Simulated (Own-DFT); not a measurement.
# Shaking the atoms of diamond germanium, 16 atoms (Ge16)

Calculated results; nothing here was measured. They come from Own-DFT, an in-house plane-wave density functional program, since retired, whose code no person has reviewed. Each row is one single-point run on a periodic cell that was not relaxed, without spin or spin-orbit coupling.

Settings of every run: PBE; PseudoDojo norm-conserving scalar-relativistic files; cutoff 42 hartree; 5 x 5 x 5 k mesh centred on Gamma; Fermi-Dirac smearing of 0.1 eV.

Known limits: k mesh not checked against a denser one; stress not checked against mesh or cutoff.

Cell vectors in Å: (0.000, 5.658, 5.658); (5.658, 0.000, 5.658); (5.658, 5.658, 0.000). In each run every atom was moved at random and independently from its ideal site; u is the rms move along one axis. E is the free energy for each atom above the fitted value at u = 0, and F the rms of the force components.

```
run   u (Å)  E (meV/atom)  F (eV/Å)  largest force (eV/Å)  P (GPa)
  1  0.0182           6.8     0.257                  0.69     3.87
  2  0.0197           9.0     0.318                  0.86     3.90
  3  0.0201           9.3     0.315                  0.98     3.90
  4  0.0550             ?         ?                     ?        ?
  5  0.0554          65.5     0.914                  2.56     4.71
  6  0.0615          75.6     0.924                  2.57     4.78
  7  0.1039         259.0     1.967                  4.57     7.38
  8  0.1127         260.1     2.421                 11.57     7.11
  9  0.1436         325.2     2.294                  6.34     7.54
```

## Worked fit

For small independent moves the energy grows as E = (3/2) K u², with K the mean stiffness felt by one atom. The runs with u up to 0.11 Å give K = 14.7 ± 0.7 eV/Å², with residuals divided by u² + 0.0006 Å², since the noise grows with the moves. The scatter is 4.2 meV/atom at u = 0.05 Å. The forces follow F = G u with G = 16.1 eV/Å²; no force at u = 0 is resolved. G exceeds K because the moves of its neighbours add to the force on an atom, and stiffness differs between atoms. At u = 0.144 Å the parabola gives 454 meV/atom and the run 325. The pressure follows P = 3.71 + 333 u² GPa: at fixed volume, shortened bonds push harder than stretched ones pull.

## Withheld run

Question: what energy and rms force should run 4 give?

The fit gives 67 ± 6 meV/atom and about 0.89 eV/Å. The calculation gave 51.7 meV/atom and 0.800 eV/Å.
